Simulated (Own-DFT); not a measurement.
## Calculated data, Si24O47 (quartz with one neutral oxygen vacancy, atoms displaced)

A calculation, not a measurement: plane-wave PBE and HSE06 DFT by an unreviewed code, no spin, of a simulated cell at Gamma alone, so results move with cell size and shape, stress positive in tension, energies less offsets, not probed for a lower state with spin; oxygen file: force components 24 meV/angstrom off all-electron in a glass; k mesh not checked against a denser one; forces and stress are PBE's, HSE06 gives the energy alone, and its difference from PBE has offsets of its own; offsets are fitted by least squares, one for each functional and potential file, so energies compare only between cells with the same atoms and settings and are not formation energies; the far tail of each file's local potential was reset to the Coulomb form; each entry is a single point on an unrelaxed cell, so the pressure reflects the starting lattice, mostly measured values (interpolated for alloys), from which strain is counted, and rises with the displacements; printed positions are rounded, which can move forces by about a meV/angstrom; the program, named Own-DFT, is a retired in-house code; no spin-orbit coupling. Program: Own-DFT development build.

Common to all runs: first functional PBE; second functional HSE06; exact exchange share 0.25; screening 0.11 1/bohr; exchange divergence Gygi-Baldereschi; potential files PseudoDojo norm-conserving, scalar-relativistic, made for PBE, standard set; wave cutoff 48 hartree; occupations fixed; k mesh 1 x 1 x 1 centred on Gamma.

(1) Si24O47 (quartz with one neutral oxygen vacancy, atoms displaced)

```
CELL_PARAMETERS angstrom
9.82680 0.00000 0.00000
-4.91340 8.51030 0.00000
0.00000 0.00000 10.81040
ATOMIC_POSITIONS crystal
Si 0.22985 0.00161 0.98839
Si 0.99181 0.23327 0.33041
Si 0.26211 0.26515 0.16636
O 0.20477 0.13782 0.06002
O 0.42136 0.30321 0.23887
O 0.37111 0.07869 0.39094
O 0.07379 0.36725 0.44687
O 0.14044 0.21090 0.27182
O 0.28405 0.42775 0.10585
Si 0.23519 0.00627 0.49092
Si 0.00173 0.24429 0.83461
Si 0.26765 0.26410 0.67059
O 0.21322 0.13774 0.55587
O 0.42724 0.29079 0.73465
O 0.36032 0.07097 0.89117
O 0.08029 0.37282 0.93061
O 0.13619 0.20332 0.77647
O 0.29218 0.42581 0.60594
Si 0.24342 0.51085 0.99769
Si 0.00217 0.73324 0.33313
Si 0.24839 0.76094 0.16444
O 0.20756 0.64055 0.05846
O 0.41954 0.79378 0.23098
O 0.36256 0.58086 0.39277
O 0.07513 0.86136 0.43803
O 0.13082 0.70511 0.27326
O 0.29084 0.92753 0.10548
Si 0.23152 0.49547 0.49728
Si 0.99909 0.73841 0.83121
Si 0.26977 0.76996 0.67109
O 0.20559 0.63236 0.55277
O 0.42814 0.79146 0.72933
O 0.36668 0.58164 0.89663
O 0.07801 0.86427 0.94884
O 0.12610 0.69784 0.78046
O 0.30321 0.93241 0.60717
Si 0.73700 0.00241 0.99983
Si 0.50746 0.22996 0.32389
Si 0.75724 0.26752 0.16489
O 0.70611 0.13733 0.05896
O 0.92656 0.29794 0.22726
O 0.86644 0.07027 0.38257
O 0.57338 0.37617 0.44087
O 0.63865 0.20916 0.27653
O 0.79638 0.42778 0.10113
Si 0.73318 0.00437 0.50389
Si 0.48967 0.23174 0.83722
Si 0.76555 0.26023 0.66603
O 0.70590 0.13465 0.55885
O 0.92536 0.29427 0.72175
O 0.87233 0.08333 0.89010
O 0.58042 0.37887 0.93912
O 0.64303 0.20912 0.78023
O 0.79058 0.42028 0.60467
Si 0.73377 0.49674 0.00214
Si 0.49150 0.73131 0.32880
Si 0.75887 0.75511 0.16919
O 0.71033 0.63524 0.06384
O 0.92391 0.79802 0.22612
O 0.86376 0.56543 0.39793
O 0.57837 0.87341 0.43848
O 0.62805 0.69634 0.27381
O 0.78283 0.92179 0.10717
Si 0.74054 0.50650 0.50011
Si 0.49699 0.72852 0.83680
Si 0.77162 0.76823 0.67408
O 0.70891 0.63503 0.55529
O 0.92867 0.79398 0.73081
O 0.87043 0.56744 0.89102
O 0.56614 0.86052 0.94016
O 0.80235 0.93954 0.60390
```

* PBE energy of cell above offsets: -19.092 eV
* HSE06 less PBE above offsets: -0.516 eV
* PBE pressure: 8.8 GPa
* PBE stress xx: -8.99 GPa
* PBE stress yy: -8.6 GPa
* PBE stress zz: -8.81 GPa
* PBE stress yz: 1 GPa
* PBE stress xz: 0.19 GPa
* PBE stress xy: -2.56 GPa

Force:
```
element  x (eV/Å)  y (eV/Å)  z (eV/Å)
     Si     1.071      2.31     7.394
     Si     3.483      1.61     1.136
     Si     1.015     1.837    -0.547
      O     0.968    -1.594    -2.065
      O     1.646    -0.308    -1.212
      O     0.506    -0.997    -0.686
      O    -2.307    -3.914    -2.988
      O    -3.911    -0.811     2.749
      O     0.909    -0.083     0.489
     Si         2    -1.565     2.253
     Si     1.038    -1.661    -4.093
     Si    -1.057     0.621    -1.906
      O    -0.785     0.705     0.923
      O    -2.194     1.421    -2.876
      O     1.562     0.079    -1.559
      O     0.479     3.626      3.12
      O    -1.018     0.014     0.531
      O     0.991    -0.575     1.069
     Si    -3.706    -2.747     2.556
     Si    -3.444    -1.466    -0.169
     Si     3.928     3.263     0.225
      O      0.12    -2.107    -2.024
      O    -2.202      0.48    -2.276
      O     0.083    -2.154     0.288
      O    -0.161     1.231     1.071
      O    -0.459    -1.387     0.995
      O     -0.85     1.154    -0.865
     Si     1.276      2.33     1.649
     Si     2.015    -2.548      4.35
     Si    -1.485    -2.305    -2.167
      O    -0.735     2.213     2.563
      O     0.179     0.115    -0.121
      O     1.155     -2.32    -1.237
      O    -3.803    -4.445    -3.196
      O     2.387     1.136    -1.975
      O    -1.339     0.538    -0.871
     Si    -0.756    -0.584    -1.086
     Si    -6.912     4.227     5.031
     Si     4.215    -0.194     -0.19
      O    -0.184    -0.601    -0.502
      O    -2.014     0.668    -1.735
      O    -1.504     -1.64      2.21
      O     0.429    -2.132    -1.808
      O     3.262    -1.102     -1.25
      O      0.91    -0.251     2.039
     Si     1.862    -1.076    -3.589
     Si     6.596     1.687     0.891
     Si    -2.486     1.603     0.515
      O    -1.209     0.347    -0.403
      O     2.863     0.291     1.136
      O    -1.292    -2.444      1.79
      O    -2.804    -3.864    -1.723
      O    -2.771    -0.407     1.217
      O    -0.188     0.795     0.132
     Si      1.05     4.163    -1.953
     Si     2.593     2.413      1.64
     Si    -1.376     3.515     1.066
      O     0.434    -2.699    -2.853
      O      2.45    -0.453     1.602
      O     3.351     3.235    -4.131
      O    -0.833    -1.748    -1.209
      O    -1.369    -0.128     0.725
      O      0.79    -0.549     0.563
     Si    -1.562    -4.262     1.756
     Si     3.807     3.717    -3.855
     Si    -5.543    -0.207     -2.43
      O    -1.121     3.254     2.831
      O    -0.164     1.837    -1.564
      O    -1.055     0.765     0.737
      O     1.078     2.344     1.477
      O     2.098    -2.213     2.393
```

(2) Si24O47 (quartz with one neutral oxygen vacancy, atoms displaced)

```
CELL_PARAMETERS angstrom
9.82680 0.00000 0.00000
-4.91340 8.51030 0.00000
0.00000 0.00000 10.81040
ATOMIC_POSITIONS crystal
Si 0.23797 0.00813 0.99589
Si 0.99705 0.23755 0.33583
Si 0.26316 0.25781 0.16146
O 0.20355 0.13045 0.06519
O 0.43633 0.30729 0.22775
O 0.36187 0.07177 0.39802
O 0.07258 0.36430 0.44618
O 0.13489 0.20942 0.26915
O 0.28625 0.42405 0.11129
Si 0.23800 0.00188 0.49653
Si 0.99554 0.23862 0.82976
Si 0.26454 0.26743 0.66606
O 0.21387 0.13480 0.55579
O 0.42540 0.29200 0.72954
O 0.37100 0.07383 0.90120
O 0.07519 0.36233 0.93764
O 0.13089 0.20463 0.77289
O 0.29678 0.42254 0.60907
Si 0.23533 0.50562 0.00492
Si 0.99559 0.73123 0.33227
Si 0.27044 0.75990 0.16598
O 0.22313 0.64378 0.06349
O 0.42052 0.78889 0.22366
O 0.36798 0.56725 0.39119
O 0.07326 0.85781 0.44885
O 0.12520 0.70227 0.26695
O 0.29377 0.93040 0.10043
Si 0.24005 0.50218 0.50586
Si 0.99309 0.74027 0.83667
Si 0.25633 0.76029 0.66408
O 0.19717 0.62458 0.56176
O 0.42947 0.80270 0.73074
O 0.36954 0.57105 0.89212
O 0.07139 0.86349 0.93429
O 0.13932 0.71187 0.77660
O 0.28179 0.92266 0.60689
Si 0.73057 0.99803 0.99633
Si 0.50248 0.22909 0.33400
Si 0.76042 0.26073 0.16579
O 0.69750 0.11810 0.05808
O 0.92314 0.29180 0.22496
O 0.87359 0.06811 0.39706
O 0.56496 0.36478 0.43624
O 0.62902 0.20960 0.27913
O 0.78853 0.41926 0.10914
Si 0.72758 0.99216 0.50811
Si 0.50776 0.24416 0.82797
Si 0.77309 0.27227 0.66165
O 0.70095 0.12956 0.55781
O 0.92078 0.29099 0.73041
O 0.87272 0.08158 0.89197
O 0.57354 0.36262 0.93997
O 0.62878 0.19821 0.77862
O 0.79750 0.44007 0.60598
Si 0.73508 0.50872 0.00282
Si 0.49205 0.72758 0.32717
Si 0.77511 0.76648 0.17178
O 0.70407 0.63565 0.06347
O 0.92956 0.80202 0.22609
O 0.57696 0.86542 0.44421
O 0.63201 0.70842 0.27391
O 0.78980 0.93008 0.10701
Si 0.72344 0.49587 0.49813
Si 0.49411 0.72163 0.83409
Si 0.76215 0.76377 0.66354
O 0.71127 0.64033 0.56774
O 0.93049 0.79356 0.72447
O 0.86606 0.56446 0.89647
O 0.57930 0.86736 0.95121
O 0.63348 0.70846 0.77209
O 0.80292 0.93520 0.60374
```

* PBE energy of cell above offsets: -18.148 eV
* HSE06 less PBE above offsets: -0.500 eV
* PBE pressure: 9.27 GPa
* PBE stress xx: -9.94 GPa
* PBE stress yy: -8.41 GPa
* PBE stress zz: -9.46 GPa
* PBE stress yz: -3.29 GPa
* PBE stress xz: -1.21 GPa
* PBE stress xy: 1.23 GPa

Force:
```
element  x (eV/Å)  y (eV/Å)  z (eV/Å)
     Si    -0.782    -3.165      1.05
     Si     1.902    -1.942    -0.541
     Si     0.551     4.258     4.562
      O    -0.493    -2.509    -3.258
      O    -0.387    -1.527    -0.186
      O     3.454     1.918    -4.194
      O     0.238     0.923     0.424
      O    -1.443    -0.199     1.339
      O     0.016     0.855     -0.73
     Si    -2.669     -2.57     3.197
     Si      3.68    -1.015     1.639
     Si     1.306    -4.507      1.11
      O    -1.339     1.902     1.285
      O    -1.524     0.971    -1.966
      O     1.742     2.853    -3.523
      O     0.294     2.887     1.769
      O     -0.18     0.271    -0.451
      O    -1.112     3.808    -1.414
     Si     1.436    -3.528    -2.168
     Si    -1.057    -0.941     2.903
     Si    -7.541     5.554     0.726
      O    -0.855    -3.121    -4.005
      O     4.287     1.278     2.404
      O    -0.948    -0.623     1.077
      O    -0.727    -0.948    -1.745
      O     1.255    -0.177    -0.385
      O     1.163    -2.317     2.144
     Si    -0.057    -1.734    -2.109
     Si     3.037    -4.516    -2.826
     Si     1.554     2.128     1.651
      O    -0.068     0.328    -0.164
      O    -0.117    -1.262    -0.319
      O    -1.844    -3.824     2.463
      O     0.377     4.371     4.258
      O     -2.41    -0.914      1.52
      O     1.313    -0.231     0.567
     Si     5.652     1.972     0.575
     Si    -7.221     0.936      0.23
     Si     0.046    -2.501    -0.582
      O    -2.875     4.924     3.253
      O     0.177     0.217     0.465
      O    -1.363     0.227     0.534
      O     -0.12     0.612     1.591
      O     6.501    -1.143    -3.019
      O    -1.292     2.226    -1.228
     Si     1.539     3.058    -3.749
     Si    -0.454    -3.426     3.006
     Si    -3.712    -1.773     0.545
      O     -0.74     2.153     1.089
      O    -0.646     1.869     -2.42
      O    -1.278    -2.479     1.078
      O     0.097     2.479     1.615
      O      3.16      1.01    -3.059
      O     1.031    -1.804     0.928
     Si     0.999    -3.885    -0.221
     Si     1.854     2.085      2.48
     Si    -7.059     1.845    -2.455
      O    -0.258     0.289      0.03
      O     4.254     0.807     1.716
      O    -2.385    -3.411    -2.565
      O     1.216    -0.221    -0.547
      O     2.059    -1.632     1.426
     Si     1.267     3.511    -1.648
     Si    -0.355     7.044    -0.635
     Si     1.065     5.296     3.983
      O     0.025    -5.313    -5.002
      O    -2.334     0.246    -1.391
      O     0.237     1.729    -0.793
      O    -3.823    -7.023    -4.833
      O     0.609    -0.385     0.145
      O     2.073    -2.273     3.357
```

(3) Si24O47 (quartz with one neutral oxygen vacancy, atoms displaced)

```
CELL_PARAMETERS angstrom
9.82680 0.00000 0.00000
-4.91340 8.51030 0.00000
0.00000 0.00000 10.81040
ATOMIC_POSITIONS crystal
Si 0.23843 0.00982 0.99425
Si 0.00100 0.23484 0.32619
Si 0.27784 0.27012 0.17112
O 0.20638 0.14138 0.05370
O 0.42226 0.28885 0.22685
O 0.36259 0.06663 0.39109
O 0.07573 0.36094 0.44601
O 0.13640 0.20850 0.27205
O 0.29923 0.42561 0.10490
Si 0.23069 0.99979 0.51000
Si 0.99143 0.22131 0.83289
Si 0.26911 0.27695 0.66786
O 0.19925 0.13084 0.56441
O 0.43286 0.29390 0.72905
O 0.36102 0.07368 0.89200
O 0.08709 0.37825 0.94583
O 0.14206 0.21288 0.77627
O 0.29282 0.43357 0.60877
Si 0.23404 0.49719 0.00111
Si 0.00815 0.74490 0.32522
Si 0.26791 0.76814 0.16147
O 0.21365 0.63331 0.05403
O 0.42874 0.79900 0.22615
O 0.37035 0.57402 0.38656
O 0.07471 0.85790 0.45134
O 0.14117 0.70853 0.27223
O 0.29659 0.92320 0.10485
Si 0.24064 0.50563 0.50691
Si 0.00229 0.73993 0.83194
Si 0.25133 0.75967 0.66146
O 0.20893 0.62623 0.55534
O 0.43511 0.79057 0.72317
O 0.36060 0.56764 0.89268
O 0.07853 0.86646 0.94373
O 0.13462 0.70223 0.76653
O 0.29769 0.92911 0.60695
Si 0.74063 0.99765 0.00006
Si 0.49250 0.23074 0.32366
Si 0.76761 0.27580 0.16820
O 0.70579 0.14377 0.05854
O 0.92935 0.29614 0.22556
O 0.86444 0.07456 0.40342
O 0.57259 0.36036 0.43795
O 0.64105 0.19838 0.27080
O 0.78780 0.42899 0.10870
Si 0.73124 0.99804 0.49559
Si 0.49690 0.23038 0.82506
Si 0.76490 0.25556 0.66644
O 0.70987 0.13856 0.55388
O 0.92234 0.29549 0.72721
O 0.86085 0.07121 0.89218
O 0.57611 0.35766 0.93511
O 0.63068 0.21221 0.76659
O 0.79845 0.43065 0.60717
Si 0.73668 0.50044 0.99376
Si 0.49996 0.73016 0.33397
Si 0.76690 0.76873 0.16129
O 0.70921 0.63162 0.06500
O 0.92445 0.78454 0.22669
O 0.57260 0.86119 0.44022
O 0.63882 0.70999 0.27148
O 0.79437 0.93511 0.10453
Si 0.73873 0.50391 0.50607
Si 0.49837 0.73494 0.83077
Si 0.76785 0.76427 0.67252
O 0.70621 0.63783 0.56626
O 0.92478 0.80138 0.72999
O 0.86426 0.56566 0.88901
O 0.57617 0.87273 0.93104
O 0.63249 0.70332 0.77092
O 0.78968 0.92315 0.61017
```

- PBE energy of cell above offsets: -17.493 eV
- HSE06 less PBE above offsets: -0.531 eV
- PBE pressure: 9.66 GPa
- PBE stress xx: -11.5 GPa
- PBE stress yy: -7.09 GPa
- PBE stress zz: -10.41 GPa
- PBE stress yz: 2.51 GPa
- PBE stress xz: -1.5 GPa
- PBE stress xy: 0.34 GPa

Force:
```
element  x (eV/Å)  y (eV/Å)  z (eV/Å)
     Si    -0.001    -1.782     4.463
     Si    -0.242     0.021     4.279
     Si    -7.931    -1.107    -4.643
      O     0.441    -0.018     0.961
      O     3.926     1.995     -0.33
      O    -0.839     0.357     0.437
      O     0.442     0.142    -0.803
      O     0.865    -0.577    -0.212
      O     0.558     0.464      0.92
     Si     0.922     0.968    -3.742
     Si       1.6     6.349    -0.246
     Si     2.083    -2.119     -0.11
      O    -0.414      1.83     1.063
      O    -4.926     1.735    -4.459
      O     2.232     0.923    -2.933
      O    -5.705    -8.819    -5.303
      O    -1.667    -0.601     1.045
      O     2.399    -0.497     2.325
     Si     4.791     3.343     2.178
     Si     1.708    -3.464     5.946
     Si     1.906    -2.491     0.684
      O    -1.675     2.234     1.683
      O     1.346    -0.398     0.607
      O    -1.663    -3.524     2.703
      O    -0.728    -0.452    -1.189
      O    -0.939    -0.203     0.423
      O    -2.455     4.122    -2.616
     Si     1.806    -4.579    -7.776
     Si     0.477     -1.72     0.535
     Si     6.484     1.481    -1.731
      O    -4.765     5.867      2.96
      O    -4.831     0.417     -3.36
      O     1.829     1.829    -1.604
      O    -1.131    -1.319     -1.06
      O    -4.103    -0.943     3.607
      O      0.93    -0.518     1.495
     Si    -7.592     2.606    -0.986
     Si     5.919    -1.831     5.487
     Si     1.987    -2.104    -1.621
      O     2.094    -2.025    -1.551
      O    -0.289     0.665    -0.865
      O     3.408     2.629    -4.658
      O     0.119     0.541    -0.153
      O    -4.494    -0.225     2.736
      O    -0.336     2.064    -0.513
     Si    -0.508    -1.451     4.166
     Si     1.476    -0.468     4.251
     Si    -3.183     2.511    -2.019
      O    -0.323    -1.154    -0.425
      O     3.916    -0.353     2.453
      O     1.252     -1.02    -0.876
      O    -0.173     1.077     1.067
      O     1.967    -1.503      -0.3
      O     1.306    -1.621      1.73
     Si    -1.386    -1.517     1.455
     Si    -0.087     2.937    -2.602
     Si    -0.017     0.189     2.086
      O    -0.127    -0.807    -2.183
      O    -2.831     2.205    -3.587
      O    -0.739    -0.144     0.197
      O    -0.036     0.113    -0.141
      O     3.392    -2.393     3.611
     Si     -0.09      0.95    -3.954
     Si     1.165    -2.349     1.406
     Si     -3.56     0.955    -2.355
      O     0.261    -1.946    -1.321
      O     4.255     0.671     1.997
      O     1.522     2.551    -1.748
      O     0.623     0.785     1.574
      O    -0.875    -0.794     2.172
      O    -0.743     1.309    -0.729
```
